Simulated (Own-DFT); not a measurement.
# Computed records: GaP (zincblende, atoms displaced)

A calculation, not a measurement: plane-wave PBE density functional theory by an unreviewed code, no spin, of a simulated periodic cell, stress positive in tension, free energy of the whole cell less one offset for each atom, forces on such cells passed a denser k mesh, this cell's mesh not checked; offsets are fitted by least squares, one for each functional and potential file, so energies compare only between cells with the same atoms and settings and are not formation energies; the far tail of each file's local potential was reset to the Coulomb form; each entry is a single point on an unrelaxed cell, so the pressure reflects the starting lattice, mostly measured values (interpolated for alloys), from which strain is counted, and rises with the displacements; printed positions are rounded, which can move forces by about a meV/angstrom; the program, named Own-DFT, is a retired in-house code; no spin-orbit coupling. Program: Own-DFT development build.

Common to all runs: functional PBE; potential files PseudoDojo norm-conserving, scalar-relativistic, standard set; wave cutoff 42 hartree; occupations Fermi-Dirac; smearing width 0.1 eV; hardware one NVIDIA H200; k mesh 2 x 3 x 3 centred on Gamma.

```json
{"entry": 1, "formula": "GaP", "kind": "zincblende, atoms displaced", "structure": {"cell_angstrom": [[16.3515, 0.0, 0.0], [0.0, 10.901, 0.0], [0.0, 0.0, 10.901]], "atoms_fractional": [["Ga", 0.00099, 0.99932, 0.99951], ["Ga", 0.99955, 0.24744, 0.25049], ["Ga", 0.16499, 0.00326, 0.25045], ["Ga", 0.16439, 0.25234, 0.00346], ["P", 0.08297, 0.12612, 0.12378], ["P", 0.08213, 0.37114, 0.37311], ["P", 0.25172, 0.12328, 0.37593], ["P", 0.24994, 0.37306, 0.12378], ["Ga", 0.99985, 0.99877, 0.49833], ["Ga", 0.00297, 0.24631, 0.75228], ["Ga", 0.16458, 0.00191, 0.75206], ["Ga", 0.16762, 0.25186, 0.49845], ["P", 0.08429, 0.12464, 0.62704], ["P", 0.08438, 0.37644, 0.87549], ["P", 0.24924, 0.12066, 0.87797], ["P", 0.25158, 0.38166, 0.62585], ["Ga", 0.99939, 0.5004, 0.00015], ["Ga", 0.00246, 0.74412, 0.24878], ["Ga", 0.16765, 0.49997, 0.25267], ["Ga", 0.16757, 0.75075, 0.0041], ["P", 0.08471, 0.62392, 0.1265], ["P", 0.08329, 0.8774, 0.37526], ["P", 0.25024, 0.62658, 0.37387], ["P", 0.24869, 0.8728, 0.12475], ["Ga", 0.99898, 0.5007, 0.50083], ["Ga", 0.99782, 0.74951, 0.75087], ["Ga", 0.16625, 0.49901, 0.74761], ["Ga", 0.16787, 0.75006, 0.50039], ["P", 0.08345, 0.62357, 0.62414], ["P", 0.08295, 0.87295, 0.87678], ["P", 0.24953, 0.62614, 0.87584], ["P", 0.24874, 0.87241, 0.62737], ["Ga", 0.33395, 0.99958, 0.99882], ["Ga", 0.3333, 0.24796, 0.25075], ["Ga", 0.49917, 0.00252, 0.24769], ["Ga", 0.5008, 0.25257, 0.99937], ["P", 0.4173, 0.12245, 0.12486], ["P", 0.41612, 0.37288, 0.37649], ["P", 0.58282, 0.1249, 0.37346], ["P", 0.58253, 0.3763, 0.12813], ["Ga", 0.33368, 0.00072, 0.49953], ["Ga", 0.33281, 0.24959, 0.74561], ["Ga", 0.49907, 3e-05, 0.75154], ["Ga", 0.50032, 0.25102, 0.50021], ["P", 0.41793, 0.12611, 0.62645], ["P", 0.41792, 0.37602, 0.87465], ["P", 0.58425, 0.12504, 0.88045], ["P", 0.58293, 0.37449, 0.62371], ["Ga", 0.33572, 0.49539, 0.00096], ["Ga", 0.33332, 0.75099, 0.24773], ["Ga", 0.50211, 0.50193, 0.24849], ["Ga", 0.49848, 0.75097, 0.00169], ["P", 0.41659, 0.62425, 0.12565], ["P", 0.41307, 0.87846, 0.37417], ["P", 0.58284, 0.62209, 0.37458], ["P", 0.58295, 0.8766, 0.12392], ["Ga", 0.3341, 0.49995, 0.50031], ["Ga", 0.33448, 0.75356, 0.74762], ["Ga", 0.5002, 0.50008, 0.75125], ["Ga", 0.49926, 0.75092, 0.50154], ["P", 0.41496, 0.62755, 0.62229], ["P", 0.41781, 0.87682, 0.8763], ["P", 0.58376, 0.62714, 0.87208], ["P", 0.58233, 0.87473, 0.62419], ["Ga", 0.66673, 0.00171, 0.00024], ["Ga", 0.66649, 0.25407, 0.24658], ["Ga", 0.83452, 0.00062, 0.25086], ["Ga", 0.8349, 0.2495, 0.99948], ["P", 0.74944, 0.12664, 0.12419], ["P", 0.74986, 0.37337, 0.37339], ["P", 0.91875, 0.12817, 0.37433], ["P", 0.91962, 0.37304, 0.12801], ["Ga", 0.66612, 0.9999, 0.5006], ["Ga", 0.66554, 0.24661, 0.75006], ["Ga", 0.83294, 0.00155, 0.74717], ["Ga", 0.83298, 0.25285, 0.50286], ["P", 0.75225, 0.12217, 0.62762], ["P", 0.75159, 0.37389, 0.87508], ["P", 0.91506, 0.12366, 0.87556], ["P", 0.91738, 0.37553, 0.62517], ["Ga", 0.66756, 0.49994, 0.00152], ["Ga", 0.66565, 0.75101, 0.24834], ["Ga", 0.83344, 0.50066, 0.25133], ["Ga", 0.83271, 0.74912, 1.0], ["P", 0.74835, 0.62436, 0.12367], ["P", 0.75015, 0.87563, 0.37419], ["P", 0.91743, 0.62869, 0.37655], ["P", 0.91919, 0.87507, 0.12607], ["Ga", 0.66698, 0.50072, 0.49871], ["Ga", 0.66535, 0.75417, 0.75109], ["Ga", 0.83413, 0.50084, 0.75247], ["Ga", 0.83288, 0.74693, 0.50336], ["P", 0.74875, 0.62858, 0.62637], ["P", 0.7495, 0.87486, 0.87564], ["P", 0.91761, 0.62607, 0.87288], ["P", 0.91798, 0.87089, 0.626]]}, "results": {"free_energy_of_cell_above_offsets [eV]": "-53.503", "pressure [GPa]": 2.73, "stress_xx [GPa]": -2.74, "stress_yy [GPa]": -2.72, "stress_zz [GPa]": -2.73, "stress_yz [GPa]": 0.06, "stress_xz [GPa]": -0.11, "stress_xy [GPa]": 0.05, "force_element": ["Ga", "Ga", "Ga", "Ga", "P", "P", "P", "P", "Ga", "Ga", "Ga", "Ga", "P", "P", "P", "P", "Ga", "Ga", "Ga", "Ga", "P", "P", "P", "P", "Ga", "Ga", "Ga", "Ga", "P", "P", "P", "P", "Ga", "Ga", "Ga", "Ga", "P", "P", "P", "P", "Ga", "Ga", "Ga", "Ga", "P", "P", "P", "P", "Ga", "Ga", "Ga", "Ga", "P", "P", "P", "P", "Ga", "Ga", "Ga", "Ga", "P", "P", "P", "P", "Ga", "Ga", "Ga", "Ga", "P", "P", "P", "P", "Ga", "Ga", "Ga", "Ga", "P", "P", "P", "P", "Ga", "Ga", "Ga", "Ga", "P", "P", "P", "P", "Ga", "Ga", "Ga", "Ga", "P", "P", "P", "P"], "force_x [eV/angstrom]": [-0.169, 0.346, 0.299, 0.378, -0.131, 0.145, -0.404, 0.147, -0.03, -0.468, 0.251, 0.118, -0.029, -0.187, -0.014, -0.261, 0.152, -0.155, -0.046, -0.202, 0.031, 0.115, 0.163, 0.27, 0.19, 0.757, 0.076, -0.262, -0.124, 0.029, 0.313, 0.074, -0.158, 0.066, 0.122, -0.171, -0.2, 0.168, 0.203, 0.095, -0.22, -0.15, 0.357, 0.026, -0.116, -0.171, -0.295, 0.223, -0.472, -0.085, -0.634, 0.301, 0.03, 0.78, 0.085, -0.054, -0.019, -0.165, -0.043, -0.125, 0.391, -0.215, -0.116, -0.007, 0.225, -0.01, -0.017, -0.072, 0.257, 0.053, -0.62, -0.551, 0.105, 0.2, 0.381, 0.123, -0.633, -0.326, 0.442, 0.062, -0.279, 0.008, 0.161, 0.225, 0.4, 0.057, -0.188, -0.31, 0.124, 0.111, -0.178, -0.05, -0.031, 0.152, -0.282, -0.345], "force_y [eV/angstrom]": [0.007, 0.071, -0.254, -0.256, -0.121, 0.5, 0.248, 0.162, 0.144, 0.335, -0.496, -0.048, 0.023, -0.079, 0.841, -0.788, 0.017, 0.704, -0.252, -0.266, -0.294, -0.464, -0.165, 0.687, -0.161, -0.043, 0.417, 0.013, 0.261, -0.021, -0.193, 0.723, -0.191, 0.051, -0.394, -0.169, 0.59, 0.347, 0.215, 0.059, -0.116, -0.018, 0.168, -0.212, -0.174, -0.385, 0.02, 0.089, 0.485, -0.065, -0.22, -0.181, 0.003, -0.393, 0.661, -0.074, 0.256, -0.312, 0.27, 0.019, -0.31, -0.264, -0.184, 0.299, -0.267, -0.55, 0.076, 0.157, -0.086, 0.241, -0.356, 0.312, 0.06, 0.242, -0.694, -0.257, 0.462, 0.034, -0.043, -0.102, -0.136, -0.038, 0.047, 0.16, 0.115, -0.175, -0.462, -0.235, -0.106, -0.116, -0.031, 0.457, -0.53, 0.268, -0.186, 0.622], "force_z [eV/angstrom]": [-0.059, -0.172, -0.07, -0.446, 0.135, 0.253, -0.047, 0.407, 0.313, 0.02, 0.039, 0.27, -0.546, -0.049, -0.257, -0.234, 0.045, 0.221, -0.127, -0.476, -0.27, -0.12, 0.145, 0.218, -0.243, -0.076, 0.431, -0.104, 0.06, -0.14, -0.038, -0.198, 0.309, -0.157, 0.36, 0.274, -0.305, -0.35, 0.071, -0.632, 0.593, 0.626, 0.047, -0.128, -0.251, -0.214, -0.64, 0.219, -0.17, 0.149, 0.368, -0.191, -0.025, -0.108, 0.143, 0.107, -0.383, 0.507, -0.383, -0.553, 0.412, -0.157, 0.542, 0.137, 0.154, 0.35, -0.101, 0.248, 0.141, 0.258, 0.464, -0.322, -0.157, 0.064, 0.467, -0.224, -0.59, -0.003, -0.118, 0.382, -0.442, 0.192, -0.092, 0.091, 0.308, 0.194, -0.132, -0.019, 0.172, -0.111, -0.362, -0.331, 0.163, -0.063, 0.545, -0.226], "wall_time [s]": 917.4}}
{"entry": 2, "formula": "GaP", "kind": "zincblende, atoms displaced", "structure": {"cell_angstrom": [[16.3515, 0.0, 0.0], [0.0, 10.901, 0.0], [0.0, 0.0, 10.901]], "atoms_fractional": [["Ga", 0.00108, 0.99861, 0.99841], ["Ga", 0.99998, 0.24862, 0.25208], ["Ga", 0.16537, 0.99731, 0.25078], ["Ga", 0.16784, 0.2484, 0.99913], ["P", 0.08112, 0.12425, 0.12609], ["P", 0.08325, 0.37573, 0.37343], ["P", 0.25031, 0.123, 0.37289], ["P", 0.2499, 0.37703, 0.12556], ["Ga", 0.9982, 0.99911, 0.49928], ["Ga", 0.99943, 0.24887, 0.74922], ["Ga", 0.16428, 0.99895, 0.75091], ["Ga", 0.16557, 0.25131, 0.50087], ["P", 0.08411, 0.12514, 0.6223], ["P", 0.08275, 0.37466, 0.87146], ["P", 0.25123, 0.12156, 0.87636], ["P", 0.24956, 0.37564, 0.62677], ["Ga", 0.9994, 0.49938, 0.99986], ["Ga", 0.00128, 0.7504, 0.2509], ["Ga", 0.16564, 0.50021, 0.24734], ["Ga", 0.16688, 0.75135, 0.99877], ["P", 0.0823, 0.62847, 0.12356], ["P", 0.08389, 0.87321, 0.37819], ["P", 0.24993, 0.62524, 0.37662], ["P", 0.24919, 0.87259, 0.12325], ["Ga", 0.99901, 0.50331, 0.50025], ["Ga", 0.00056, 0.75018, 0.74765], ["Ga", 0.16816, 0.50072, 0.75078], ["Ga", 0.16861, 0.75129, 0.49936], ["P", 0.08177, 0.62518, 0.6248], ["P", 0.08339, 0.87442, 0.87206], ["P", 0.24911, 0.62626, 0.87535], ["P", 0.25244, 0.87524, 0.62338], ["Ga", 0.3335, 4e-05, 0.00074], ["Ga", 0.33497, 0.248, 0.25154], ["Ga", 0.49998, 0.00115, 0.24541], ["Ga", 0.50083, 0.25024, 0.00082], ["P", 0.41769, 0.1227, 0.12481], ["P", 0.41732, 0.37451, 0.37488], ["P", 0.58604, 0.1254, 0.37151], ["P", 0.58348, 0.37182, 0.12501], ["Ga", 0.33648, 0.99895, 0.49906], ["Ga", 0.33391, 0.25218, 0.75089], ["Ga", 0.50063, 0.99732, 0.75092], ["Ga", 0.50048, 0.24821, 0.50054], ["P", 0.41654, 0.12262, 0.62518], ["P", 0.41734, 0.37417, 0.87575], ["P", 0.58432, 0.12603, 0.87553], ["P", 0.58311, 0.37407, 0.62713], ["Ga", 0.33542, 0.50349, 0.99723], ["Ga", 0.33355, 0.75171, 0.24889], ["Ga", 0.49984, 0.49978, 0.25033], ["Ga", 0.50095, 0.75041, 0.00059], ["P", 0.41825, 0.62855, 0.12779], ["P", 0.41614, 0.87576, 0.37456], ["P", 0.58178, 0.62615, 0.37571], ["P", 0.58103, 0.87471, 0.12205], ["Ga", 0.33123, 0.50048, 0.50033], ["Ga", 0.3333, 0.75204, 0.75055], ["Ga", 0.50068, 0.49823, 0.74884], ["Ga", 0.50138, 0.74862, 0.49852], ["P", 0.4168, 0.62568, 0.62493], ["P", 0.41586, 0.87586, 0.87713], ["P", 0.58341, 0.62458, 0.87476], ["P", 0.58259, 0.87631, 0.62298], ["Ga", 0.66661, 0.99943, 0.99924], ["Ga", 0.66665, 0.24856, 0.25012], ["Ga", 0.83086, 0.99619, 0.24876], ["Ga", 0.83373, 0.25201, 0.00146], ["P", 0.74815, 0.12577, 0.12452], ["P", 0.74961, 0.37594, 0.37301], ["P", 0.91623, 0.12552, 0.37473], ["P", 0.91598, 0.37423, 0.1264], ["Ga", 0.66757, 0.00127, 0.50114], ["Ga", 0.66629, 0.25022, 0.74942], ["Ga", 0.83286, 0.00154, 0.75073], ["Ga", 0.83356, 0.24894, 0.49678], ["P", 0.74657, 0.12491, 0.62492], ["P", 0.74995, 0.37541, 0.87409], ["P", 0.91707, 0.12398, 0.88013], ["P", 0.91539, 0.37607, 0.62351], ["Ga", 0.66722, 0.50234, 0.99817], ["Ga", 0.66834, 0.74929, 0.25036], ["Ga", 0.83261, 0.49973, 0.25036], ["Ga", 0.83484, 0.74871, 0.00122], ["P", 0.74855, 0.62468, 0.12347], ["P", 0.74969, 0.87486, 0.37309], ["P", 0.91541, 0.62745, 0.37421], ["P", 0.91584, 0.87362, 0.12171], ["Ga", 0.66547, 0.49893, 0.49861], ["Ga", 0.66527, 0.74635, 0.75022], ["Ga", 0.8318, 0.50231, 0.74968], ["Ga", 0.83409, 0.74778, 0.49988], ["P", 0.75209, 0.62573, 0.6238], ["P", 0.75065, 0.87314, 0.87336], ["P", 0.91691, 0.62725, 0.87875], ["P", 0.91653, 0.8756, 0.62778]]}, "results": {"free_energy_of_cell_above_offsets [eV]": "-53.703", "pressure [GPa]": 2.7, "stress_xx [GPa]": -2.69, "stress_yy [GPa]": -2.71, "stress_zz [GPa]": -2.7, "stress_yz [GPa]": -0.18, "stress_xz [GPa]": 0.06, "stress_xy [GPa]": 0.02, "force_element": ["Ga", "Ga", "Ga", "Ga", "P", "P", "P", "P", "Ga", "Ga", "Ga", "Ga", "P", "P", "P", "P", "Ga", "Ga", "Ga", "Ga", "P", "P", "P", "P", "Ga", "Ga", "Ga", "Ga", "P", "P", "P", "P", "Ga", "Ga", "Ga", "Ga", "P", "P", "P", "P", "Ga", "Ga", "Ga", "Ga", "P", "P", "P", "P", "Ga", "Ga", "Ga", "Ga", "P", "P", "P", "P", "Ga", "Ga", "Ga", "Ga", "P", "P", "P", "P", "Ga", "Ga", "Ga", "Ga", "P", "P", "P", "P", "Ga", "Ga", "Ga", "Ga", "P", "P", "P", "P", "Ga", "Ga", "Ga", "Ga", "P", "P", "P", "P", "Ga", "Ga", "Ga", "Ga", "P", "P", "P", "P"], "force_x [eV/angstrom]": [-0.059, -0.07, 0.059, -0.207, 0.422, -0.131, -0.078, 0.372, 0.167, -0.146, 0.586, 0.346, -0.334, 0.162, -0.209, 0.05, 0.126, -0.292, 0.073, -0.186, 0.143, -0.199, -0.07, 0.072, -0.027, -0.213, -0.395, -0.139, 0.58, -0.092, 0.251, -0.392, -0.03, -0.225, 0.15, -0.112, -0.269, -0.133, -0.567, 0.113, -0.485, -0.089, -0.063, 0.053, 0.163, 0.082, -0.21, 0.084, -0.17, -0.175, 0.11, -0.254, -0.142, 0.489, 0.469, 0.717, 0.395, 0.067, -0.226, -0.452, -0.014, 0.217, -0.283, 0.23, 0.059, 0.172, 0.382, -0.214, 0.349, -0.077, -0.17, 0.225, -0.256, -0.001, -0.054, -0.306, 0.831, 0.039, -0.142, 0.036, -0.219, -0.55, 0.014, -0.5, 0.353, 0.018, 0.249, 0.341, 0.139, 0.249, 0.424, -0.054, -0.681, -0.156, 0.064, -0.17], "force_y [eV/angstrom]": [-0.104, 0.172, 0.123, 0.145, -0.051, 0.143, 0.109, -0.211, 0.054, -0.033, 0.137, -0.066, -0.145, -0.025, 0.321, -0.121, -0.078, 0.18, 0.245, -0.096, -0.36, 0.187, -0.04, 0.35, -0.325, -0.118, 0.068, -0.209, 0.05, -0.109, 0.044, 0.214, -0.13, 0.165, -0.226, -0.203, 0.448, 0.068, -0.276, 0.607, 0.201, -0.385, 0.281, -0.059, 0.304, 0.153, -0.159, 0.011, -0.111, -0.102, -0.129, -0.102, -0.36, -0.122, -0.25, 0.003, -0.104, -0.172, 0.22, 0.318, -0.103, -0.207, -0.099, -0.319, -0.132, 0.3, 0.46, -0.172, -0.144, -0.18, -0.468, 0.152, -0.249, 0.052, 0.085, 0.146, 0.205, -0.022, 0.216, -0.104, -0.471, 0.101, 0.166, 0.101, 0.023, -0.158, -0.27, 0.208, 0.124, 0.429, -0.114, 0.569, -0.136, -0.018, -0.327, 0.014], "force_z [eV/angstrom]": [0.196, -0.14, -0.153, 0.111, -0.126, 0.23, 0.378, -0.238, 0.124, -0.098, -0.377, -0.327, 0.247, 0.406, -0.326, -0.161, 0.027, -0.087, 0.148, -0.047, -0.021, -0.212, -0.509, 0.189, -0.209, 0.311, -0.083, 0.359, -0.047, 0.28, -0.111, 0.22, 0.184, -0.251, 0.568, -0.068, -0.201, 0.259, 0.423, -0.004, -0.048, -0.044, 0.089, -0.125, 0.188, -0.022, -0.14, -0.388, 0.44, 0.256, -0.099, -0.266, -0.345, -0.229, -0.289, 0.383, 0.029, -0.015, 0.111, 0.182, 0.05, -0.123, 0.005, 0.153, -0.079, -0.146, -0.221, -0.045, -0.055, 0.155, -0.21, 0.091, -0.373, 0.219, 0.07, 0.36, 0.009, 0.034, -0.589, 0.139, 0.144, -0.201, -0.158, -0.129, 0.177, 0.562, -0.16, 0.528, 0.197, -0.287, 0.205, 0.011, -0.059, 0.185, -0.644, -0.34], "wall_time [s]": 912.3}}
```
